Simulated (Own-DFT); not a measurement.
# Computed records: AlGa₃N₄ (wurtzite random alloy, strained, atoms displaced)

Computed with Own-DFT development build. A calculation, not a measurement: plane-wave PBEsol density functional theory by an unreviewed code, no spin, of a simulated periodic cell, stress positive in tension, free energy of the whole cell less one offset for each atom, forces on such cells passed a denser k mesh, this cell's mesh not checked; offsets are fitted by least squares, one for each functional and potential file, so energies compare only between cells with the same atoms and settings and are not formation energies; the far tail of each file's local potential was reset to the Coulomb form; each entry is a single point on an unrelaxed cell, so the pressure reflects the starting lattice, mostly measured values, from which strain is counted, and rises with the displacements; printed positions are rounded, which can move forces by about a meV/angstrom; the program is a retired in-house code; no spin-orbit coupling.

Settings shared by all entries: functional PBEsol; potential files PseudoDojo norm-conserving, scalar-relativistic, made for PBE, standard set; wave cutoff 42 hartree; occupations Fermi-Dirac; smearing width 0.1 eV; hardware one NVIDIA H200; k mesh 4 x 4 x 3 centred on Gamma.

(1) AlGa₃N₄ (wurtzite random alloy, strained, atoms displaced)

```
cell vectors (Å)
   9.2715     0.0000     0.0000
  -4.6358     8.0294     0.0000
   0.0000     0.0000    10.2685
atoms (fractions of the cell vectors)
Ga  0.10103  0.21662  0.99488
Al  0.22421  0.11611  0.26176
N   0.10873  0.22018  0.20010
N   0.20999  0.10239  0.43682
Ga  0.11042  0.21405  0.49871
Ga  0.21940  0.12032  0.75085
N   0.11674  0.22033  0.67828
N   0.21916  0.10998  0.93150
Ga  0.10879  0.55273  0.99012
Ga  0.22702  0.45648  0.24444
N   0.10714  0.56169  0.19173
N   0.21856  0.43704  0.44324
Ga  0.10456  0.55378  0.49244
Ga  0.22503  0.45301  0.74592
N   0.11344  0.55739  0.69150
N   0.22269  0.43897  0.93280
Ga  0.11107  0.88370  0.00444
Ga  0.22352  0.77727  0.23854
N   0.11301  0.89411  0.19477
N   0.22458  0.78211  0.43340
Al  0.11095  0.88150  0.50072
Al  0.21535  0.78011  0.74719
N   0.10084  0.88471  0.68436
N   0.23025  0.78252  0.94468
Ga  0.43781  0.21604  0.00209
Ga  0.56108  0.12081  0.24843
N   0.45218  0.23083  0.19149
N   0.54251  0.10802  0.43795
Al  0.43809  0.21319  0.49703
Al  0.55715  0.11005  0.74366
N   0.45612  0.23593  0.69198
N   0.55493  0.10779  0.93935
Ga  0.43838  0.55568  0.99884
Ga  0.54796  0.44150  0.25384
N   0.43560  0.55532  0.19627
N   0.55103  0.44572  0.44762
Ga  0.44386  0.55135  0.50043
Ga  0.56229  0.43750  0.74435
N   0.43922  0.55739  0.69012
N   0.54724  0.43612  0.94544
Ga  0.44859  0.90134  0.99964
Ga  0.55491  0.77899  0.24388
N   0.44482  0.90303  0.19215
N   0.55152  0.77463  0.43795
Ga  0.43837  0.88349  0.50253
Ga  0.55300  0.78240  0.75467
N   0.44165  0.87582  0.69418
N   0.56282  0.77746  0.94292
Al  0.77748  0.22125  0.99274
Al  0.89027  0.10946  0.24883
N   0.77180  0.21885  0.19066
N   0.89003  0.11255  0.44535
Ga  0.77289  0.21697  0.51067
Ga  0.89285  0.10812  0.74965
N   0.78663  0.22441  0.69405
N   0.90334  0.12561  0.93175
Al  0.78109  0.55593  0.99485
Al  0.89277  0.44165  0.25034
N   0.77956  0.56096  0.18888
N   0.89223  0.44173  0.44589
Ga  0.76822  0.54520  0.50736
Ga  0.88661  0.43948  0.76464
N   0.76162  0.55197  0.68704
N   0.88535  0.43820  0.93859
Ga  0.78041  0.89619  0.01109
Ga  0.88763  0.77698  0.24544
N   0.77474  0.87857  0.18489
N   0.89172  0.78545  0.44091
Ga  0.77817  0.88450  0.50004
Ga  0.89336  0.77435  0.75394
N   0.78824  0.90454  0.68965
N   0.89434  0.77660  0.94167
```

- free energy of cell above offsets: -1.498 eV
- pressure: 14.81 GPa
- stress xx: -19.31 GPa
- stress yy: -18.46 GPa
- stress zz: -6.67 GPa
- stress yz: -0.6 GPa
- stress xz: -0.17 GPa
- stress xy: -1.81 GPa
- wall time: 687.8 s

Force:
```tsv
element	x (eV/Å)	y (eV/Å)	z (eV/Å)
Ga	3.871	1.717	2.697
Al	0.306	-0.46	-1.978
N	0.27	0.167	-1.687
N	2.937	-0.37	0.815
Ga	-1.107	1.101	-0.102
Ga	2.035	-1.13	-0.45
N	-1.631	1.419	1.506
N	0.044	-0.654	1.438
Ga	0.96	0.468	1.414
Ga	-2.106	-2.531	2.368
N	0.171	-1.855	-1.779
N	-0.286	1.001	-1.272
Ga	2.439	0.923	1.597
Ga	0.356	-1.837	-0.039
N	-2.187	0.952	-0.218
N	-1.067	0.391	0.579
Ga	-0.104	1.363	0.489
Ga	-0.55	1.506	1.977
N	0.012	1.135	-0.911
N	-0.792	-0.828	0.116
Al	-1.03	0.371	-0.515
Al	0.871	-0.209	0.68
N	2.562	0.932	-0.34
N	-0.845	-1.045	-2.102
Ga	-0.047	0.389	0.223
Ga	-0.869	-0.752	1.53
N	-2.08	-1.865	-0.297
N	1.569	0.322	0.609
Al	-1.389	1.288	1.049
Al	-0.197	-0.303	0.889
N	0.071	-5.975	-2.528
N	0.657	2.525	-2.045
Ga	1.26	-0.345	0.64
Ga	0.903	1.974	0.429
N	2.317	0.93	-2.191
N	1.219	-2.574	-1.662
Ga	-1.999	1.044	1.05
Ga	-4.762	2.406	3.67
N	2.214	0.483	-0.197
N	1.476	1.55	-0.941
Ga	1.347	-2.444	1.323
Ga	-0.944	0.54	1.566
N	1.401	-1.294	-1.331
N	0.312	0.472	-0.546
Ga	0.84	-0.039	-0.124
Ga	3.292	-1.401	0.41
N	-3.442	3.104	-0.945
N	-1.058	0.866	-0.067
Al	-0.117	-0.694	1.485
Al	-0.869	-0.265	1.483
N	2.942	1.176	-1.762
N	-1.21	-0.709	-2.213
Ga	0.141	0.035	-1.295
Ga	0.758	2.217	-0.146
N	-1.898	-0.68	0.379
N	-4.172	-2.547	0.563
Al	-1.659	-0.576	1.647
Al	-1.735	0.185	0.729
N	0.782	-2.239	-0.864
N	-2.63	-1.083	-2.162
Ga	1.104	1.644	-1.59
Ga	0.06	1.116	-3.803
N	4.671	2.131	0.588
N	-0.871	0.454	1.969
Ga	0.785	-0.304	-3.059
Ga	1.046	-0.015	2.082
N	-0.791	2.616	1.72
N	1.441	-2.021	-0.655
Ga	-1.22	0.736	0.715
Ga	-2.4	0.156	-0.04
N	-0.339	-4.261	-0.344
N	-1.039	-0.502	-0.227
```

(2) AlGa₃N₄ (wurtzite random alloy, strained, atoms displaced)

```
cell vectors (Å)
   9.2715     0.0000     0.0000
  -4.6358     8.0294     0.0000
   0.0000     0.0000    10.2685
atoms (fractions of the cell vectors)
Ga  0.10636  0.22029  0.99778
Ga  0.21305  0.10014  0.23972
N   0.10422  0.22641  0.18718
N   0.22199  0.10516  0.44769
Al  0.11744  0.23236  0.50118
Ga  0.22784  0.11610  0.74904
N   0.11329  0.22912  0.68728
N   0.23209  0.11013  0.94142
Ga  0.11099  0.55093  0.00136
Ga  0.21795  0.44511  0.24858
N   0.11342  0.55303  0.19958
N   0.22107  0.44935  0.43722
Al  0.10897  0.55785  0.49684
Ga  0.22162  0.44770  0.75494
N   0.09792  0.54649  0.69053
N   0.23812  0.45492  0.93513
Ga  0.11285  0.88220  0.98915
Ga  0.22880  0.78125  0.24910
N   0.10968  0.89477  0.18831
N   0.22112  0.78246  0.42948
Ga  0.11803  0.89887  0.50252
Al  0.22769  0.77975  0.75407
N   0.10241  0.87984  0.68602
N   0.21680  0.77259  0.93762
Ga  0.45016  0.22773  0.00279
Ga  0.55334  0.11071  0.23889
N   0.43803  0.20948  0.18397
N   0.56218  0.11017  0.44158
Ga  0.45025  0.22856  0.50726
Al  0.54562  0.10714  0.75311
N   0.46136  0.22434  0.68965
N   0.56388  0.11321  0.92972
Al  0.45300  0.56981  0.99997
Ga  0.55025  0.44743  0.24991
N   0.45032  0.55527  0.18850
N   0.55229  0.44295  0.44305
Ga  0.44038  0.55105  0.49837
Ga  0.55782  0.44113  0.75088
N   0.43335  0.55191  0.68682
N   0.55328  0.44825  0.94089
Al  0.43955  0.88319  0.99977
Ga  0.55605  0.77687  0.25231
N   0.43364  0.87639  0.18487
N   0.54897  0.77211  0.43919
Al  0.44997  0.88711  0.49590
Ga  0.55315  0.77627  0.75739
N   0.44306  0.89580  0.69492
N   0.55259  0.76237  0.93932
Al  0.78100  0.21642  0.00246
Ga  0.89058  0.11448  0.24351
N   0.77928  0.22089  0.18311
N   0.88761  0.11200  0.43996
Ga  0.77410  0.21502  0.49644
Ga  0.90111  0.12052  0.74760
N   0.78552  0.21919  0.68114
N   0.90090  0.11753  0.93380
Ga  0.77191  0.54677  0.98668
Al  0.88595  0.44687  0.25165
N   0.78933  0.56712  0.18337
N   0.89443  0.43978  0.44087
Ga  0.77904  0.56292  0.49947
Ga  0.88441  0.43572  0.75364
N   0.78230  0.55104  0.69174
N   0.88029  0.44473  0.94283
Ga  0.77602  0.87838  0.99245
Ga  0.88652  0.77074  0.25578
N   0.77908  0.88797  0.18567
N   0.89015  0.78095  0.43548
Ga  0.76940  0.88363  0.49627
Ga  0.89194  0.77636  0.74794
N   0.78452  0.89897  0.69332
N   0.88558  0.78095  0.93891
```

- free energy of cell above offsets: -2.564 eV
- pressure: 14.39 GPa
- stress xx: -18.36 GPa
- stress yy: -18.16 GPa
- stress zz: -6.67 GPa
- stress yz: 0.28 GPa
- stress xz: -0.07 GPa
- stress xy: 0.01 GPa
- wall time: 700.6 s

Force:
```tsv
element	x (eV/Å)	y (eV/Å)	z (eV/Å)
Ga	2.665	1.291	0.688
Ga	-0.425	3.181	2.279
N	2.223	-0.087	-0.778
N	-0.863	4.054	-1.756
Al	-0.397	-1.404	-0.331
Ga	-0.171	-0.499	0.059
N	2.153	0.041	-0.983
N	-1.341	0.192	-1.081
Ga	-0.428	-0.344	0.792
Ga	2.016	-0.357	0.956
N	-2.539	0.599	-2.234
N	-0.246	-0.686	0.149
Al	0.263	0.501	0.861
Ga	-0.78	-0.101	-0.788
N	1.645	2.657	-1.001
N	-0.791	-0.855	1.673
Ga	-1.979	1.054	2.148
Ga	-2.771	-0.77	0.251
N	0.63	-3.56	-1.68
N	1.371	-0.589	2.438
Ga	-0.168	-2.839	0.154
Al	-1.388	-1.402	-1.158
N	2.638	1.491	0.873
N	2.254	-0.107	-0.735
Ga	0.536	-0.431	-0.778
Ga	1.204	-0.929	2.064
N	-0.834	2.151	0.696
N	-2.27	-1.29	-1.631
Ga	0.404	-1.77	-1.12
Al	3.59	0.544	-0.481
N	-2.405	-0.107	0.028
N	0.042	-1.103	2.024
Al	0.316	-4.971	1.998
Ga	2.624	-1.349	0.429
N	-2.093	0.465	-1.433
N	0.677	0.567	-1.307
Ga	-0.55	0.201	1.009
Ga	-0.937	1.277	0.196
N	2.128	0.769	-0.16
N	-1.072	-0.213	-0.63
Al	0.561	0.593	-0.489
Ga	0.34	0.344	-0.363
N	2.275	1.884	-1.675
N	-0.087	0.299	-0.351
Al	-1.972	0.525	0.965
Ga	0.516	0.413	-1.719
N	0.246	-1.414	-1.498
N	-1.678	4.777	-0.49
Al	-0.41	0.542	-1.162
Ga	-0.521	-1.502	1.962
N	-1.012	1.241	-0.136
N	2.098	-0.326	-1.036
Ga	0.851	1.456	1.1
Ga	-1.22	-0.865	0.283
N	-2.416	-0.45	1.371
N	-2.608	-1.274	0.268
Ga	-1.017	2.629	2.531
Al	0.499	-0.291	0.191
N	-0.503	-3.235	-0.15
N	-1.611	1.002	-1.543
Ga	1.269	-1.257	0.604
Ga	0.001	-0.691	-0.108
N	-1.445	0.57	-0.8
N	3.416	-2.287	-0.581
Ga	-1.39	2.465	1.843
Ga	-0.082	2.051	-1.13
N	-0.415	-0.006	-0.195
N	0.001	0.076	1.15
Ga	0.922	1.374	1.266
Ga	-1.662	-0.222	0.613
N	-0.511	-2.055	-0.907
N	2.631	-1.64	-1.508
```

(3) AlGa₃N₄ (wurtzite random alloy, strained, atoms displaced)

```
cell vectors (Å)
   9.7470     0.0000     0.0000
  -4.8735     8.4411     0.0000
   0.0000     0.0000    10.2685
atoms (fractions of the cell vectors)
Ga  0.11277  0.21829  0.99336
Ga  0.22067  0.10856  0.25086
N   0.10480  0.22997  0.19121
N   0.22369  0.10571  0.45388
Ga  0.11133  0.22159  0.50638
Ga  0.21697  0.10888  0.74833
N   0.11842  0.22778  0.69113
N   0.22657  0.12084  0.93222
Al  0.12083  0.55652  0.99571
Al  0.22540  0.44136  0.24747
N   0.11271  0.55262  0.18580
N   0.22755  0.44742  0.43554
Ga  0.11523  0.56086  0.50407
Ga  0.23086  0.44595  0.75521
N   0.10481  0.54575  0.68204
N   0.23380  0.44562  0.93842
Ga  0.10762  0.88196  0.99987
Al  0.23032  0.78139  0.24676
N   0.10957  0.88692  0.18655
N   0.23824  0.79036  0.43865
Ga  0.11390  0.89249  0.50019
Ga  0.22124  0.77713  0.74291
N   0.10666  0.87631  0.68462
N   0.22253  0.78414  0.94306
Ga  0.44093  0.21991  0.98957
Al  0.54240  0.09780  0.25109
N   0.44393  0.22390  0.18751
N   0.55090  0.11215  0.43908
Ga  0.44042  0.22445  0.50621
Ga  0.54244  0.10243  0.74923
N   0.44286  0.22045  0.68714
N   0.55657  0.11700  0.93110
Ga  0.43989  0.55531  0.00147
Ga  0.56209  0.44530  0.25202
N   0.44611  0.55276  0.19423
N   0.56151  0.45212  0.43858
Ga  0.44127  0.56381  0.50984
Al  0.54644  0.44256  0.75583
N   0.44720  0.55053  0.68415
N   0.54981  0.43961  0.94067
Ga  0.43945  0.88434  0.00260
Ga  0.54514  0.77570  0.24514
N   0.45166  0.89304  0.18377
N   0.55777  0.78024  0.43671
Ga  0.43515  0.87933  0.50084
Ga  0.55763  0.77514  0.74779
N   0.43229  0.87935  0.69272
N   0.55927  0.78201  0.93792
Al  0.77472  0.22213  0.98895
Ga  0.87927  0.10763  0.25207
N   0.77969  0.22958  0.19005
N   0.87582  0.11167  0.43565
Ga  0.77480  0.21465  0.50110
Ga  0.86350  0.09334  0.75055
N   0.78399  0.21876  0.68608
N   0.89546  0.11218  0.93249
Al  0.76660  0.54308  0.98808
Ga  0.89576  0.44851  0.25299
N   0.76658  0.54283  0.18411
N   0.87790  0.44463  0.43304
Ga  0.78613  0.56590  0.50573
Al  0.88638  0.43954  0.75096
N   0.77254  0.55216  0.69321
N   0.88824  0.44396  0.92669
Ga  0.77617  0.88978  0.01183
Ga  0.89812  0.78114  0.25861
N   0.78549  0.88826  0.18858
N   0.89424  0.77677  0.44178
Ga  0.77190  0.89321  0.50951
Al  0.89839  0.78457  0.75331
N   0.76550  0.87671  0.69276
N   0.88675  0.77429  0.93718
```

- free energy of cell above offsets: -3.667 eV
- pressure: -5.63 GPa
- stress xx: 8.5 GPa
- stress yy: 10.41 GPa
- stress zz: -2.01 GPa
- stress yz: -0.17 GPa
- stress xz: -0.31 GPa
- stress xy: -0.63 GPa
- wall time: 787.1 s

Force:
```tsv
element	x (eV/Å)	y (eV/Å)	z (eV/Å)
Ga	-0.702	0.419	1.128
Ga	-0.254	0.932	0.076
N	1.173	-1.004	-0.359
N	-1.256	0.959	-1.877
Ga	-0.369	0.493	-1.081
Ga	0.46	-0.102	-0.856
N	-0.862	-0.895	0.336
N	0.112	-1.782	0.765
Al	-1.247	-0.264	0.285
Al	-0.46	0.465	0.46
N	0.999	1.306	-0.235
N	-0.641	-0.255	0.153
Ga	-0.34	-0.854	-2.439
Ga	-0.911	-0.293	-1.515
N	0.055	0.481	2.576
N	-2.16	0.141	0.44
Ga	-1.007	0.766	-0.32
Al	-0.707	-0.822	0.045
N	1.273	0.043	0.98
N	-2.689	-2.035	-1.688
Ga	0.341	-0.955	-0.35
Ga	-0.584	-1.329	1.16
N	-0.926	1.043	1.179
N	0.821	-1.646	-0.735
Ga	0.208	0.146	1.601
Al	0.625	2.988	0.114
N	0.197	-1.381	-0.016
N	0.155	-0.804	-0.128
Ga	1.23	0.945	-1.658
Ga	0.667	0.553	-1.172
N	-0.305	0.571	1.852
N	0.694	-0.762	1.373
Ga	1.744	0.62	0.803
Ga	-0.581	-0.473	0.252
N	-1.053	0.184	-0.749
N	-0.636	-0.279	1.143
Ga	1.164	-0.904	-3.561
Al	1.485	-0.251	-1.18
N	-0.243	0.415	2.952
N	-0.033	0.821	-0.916
Ga	0.501	0.922	-1.869
Ga	2.185	-0.515	0.762
N	-1.438	-0.405	1.189
N	-0.479	0.05	0.522
Ga	2.223	2.351	0.404
Ga	-1.605	-0.828	0.849
N	1.674	0.53	-0.478
N	-0.416	-0.424	0.478
Al	0.645	0.423	1.335
Ga	0.143	0.779	-1.162
N	-0.744	-1.68	-1.31
N	2.352	-0.845	1.213
Ga	-1.808	1.466	-0.792
Ga	1.86	1.206	-0.046
N	-1.744	0.451	0.824
N	-1.471	-0.206	1.261
Al	0.79	1.112	1.299
Ga	-0.98	-0.421	-1.432
N	1.594	1.77	-1.047
N	1.568	0.238	2.106
Ga	-0.781	-1.683	-0.409
Al	-0.185	0.155	-1.998
N	0.258	0.325	1.173
N	0.556	-0.122	2.036
Ga	0.782	-0.051	-2.422
Ga	-1.031	-1.369	-1.576
N	-0.923	-0.172	1.917
N	-0.666	1.326	0.656
Ga	0.643	-0.327	-2.066
Al	-0.836	-1.673	-0.276
N	2.028	0.659	-0.041
N	-0.129	-0.244	0.059
```
